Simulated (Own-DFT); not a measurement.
# Short bonds, stiff crystals?

Calculated, not measured: single-point runs of Own-DFT, a retired in-house plane-wave DFT program that no person has reviewed, on unrelaxed cells, without spin or spin-orbit coupling.

Caveats (not all hold for every row): forces on such cells moved up to 12 meV/angstrom on a denser k mesh; forces not confirmed at this smearing and k mesh; k mesh not checked against a denser one; forces on such cells passed a denser k mesh, each cell not checked; stress not checked against mesh or cutoff.

All runs are PBE with PseudoDojo norm-conserving files; cutoff and k mesh are each material's own. Every cell starts from measured lattice constants and was given uniform random strains and small random moves of its atoms. Each triple is the change of volume in per cent, the rms move u in Å and the pressure in GPa.

- 3C SiC (C48Si48), 10.36 Å³/atom unstrained: (-3.24, 0.048, 13.40); (-1.80, 0.052, 10.02); (-0.39, 0.051, 7.04); (-0.34, 0.050, 6.08); (0.81, 0.054, 3.71); (0.87, 0.053, 4.06); (2.55, 0.049, -0.48)
- wurtzite AlN (Al36N36), 10.45 Å³/atom unstrained: (-1.61, 0.051, 9.66); (-0.70, 0.053, 7.24); (0.21, 0.051, 5.49); (0.40, 0.046, 4.44); (1.16, 0.051, 3.48); (1.17, 0.047, 2.48); (3.69, 0.052, -1.33)
- wurtzite GaN (Ga36N36), 11.42 Å³/atom unstrained: withheld
- diamond silicon (Si64), 20.02 Å³/atom unstrained: (-2.01, 0.054, 5.04); (-1.74, 0.048, 4.25); (-1.20, 0.055, 4.05); (0.20, 0.051, 2.60); (0.55, 0.050, 2.40); (0.58, 0.052, 2.00); (1.62, 0.051, 1.17)
- zincblende InP (In32P32), 25.27 Å³/atom unstrained: (-3.72, 0.046, 6.67); (-2.53, 0.049, 5.79); (-1.09, 0.050, 4.39); (-0.05, 0.052, 3.83); (0.49, 0.055, 3.47); (0.57, 0.047, 3.25); (3.93, 0.049, 1.17)
- grey tin (Sn64), 34.15 Å³/atom unstrained: (-3.63, 0.054, 6.15); (-0.92, 0.047, 4.16); (-0.21, 0.051, 3.82); (0.90, 0.052, 3.28); (1.51, 0.052, 2.92); (1.96, 0.052, 2.70); (1.97, 0.054, 2.81)

## Worked fit

Fit a line to each set against the fractional change of volume; B is minus its slope, and u is nearly the same within a set. To take it to zero pressure, assume that B rises by 4 GPa for each GPa: B0 = B - 4 x (mean pressure). The bond length of an ideal tetrahedral crystal with the unstrained volume v is d = (√3/4)(8 v)^(1/3). Cohen's empirical rule reads B0 = (1971 - 220 L) d^(-3.5) GPa, with L = 0 for group IV crystals and SiC and 1 for III-V compounds.

| material | L | d (Å) | B (GPa) | mean P (GPa) | B0 (GPa) | rule (GPa) |
|---|---|---|---|---|---|---|
| 3C SiC (C48Si48) | 0 | 1.888 | 238 ± 7 | 6.3 | 213 ± 7 | 213 |
| wurtzite AlN (Al36N36) | 1 | 1.893 | 207 ± 14 | 4.5 | 189 ± 14 | 188 |
| wurtzite GaN (Ga36N36) | 1 | 1.950 | ? | ? | ? | 169 |
| diamond silicon (Si64) | 0 | 2.352 | 101 ± 6 | 3.1 | 89 ± 6 | 99 |
| zincblende InP (In32P32) | 1 | 2.541 | 72 ± 3 | 4.1 | 56 ± 3 | 67 |
| grey tin (Sn64) | 0 | 2.810 | 60 ± 3 | 3.7 | 45 ± 3 | 53 |

A line through ln[B0/(1971 - 220 L)] against ln d has a slope of -4.0 ± 0.1 and a scatter of 2 %. Against the rule, B0 stands at 100 % for 3C SiC, 101 % for wurtzite AlN, 90 % for diamond silicon, 84 % for zincblende InP, 85 % for grey tin. PBE tends to make silicon and heavier crystals too soft, and the rule itself is only a guide.

## Test on the hidden row

The question: what B0 does the fitted trend give for wurtzite GaN (Ga36N36)?

The straight line predicts 166 GPa. Its own runs give B = 198 ± 4 GPa at a mean pressure of 5.9 GPa, so B0 = 174 GPa.
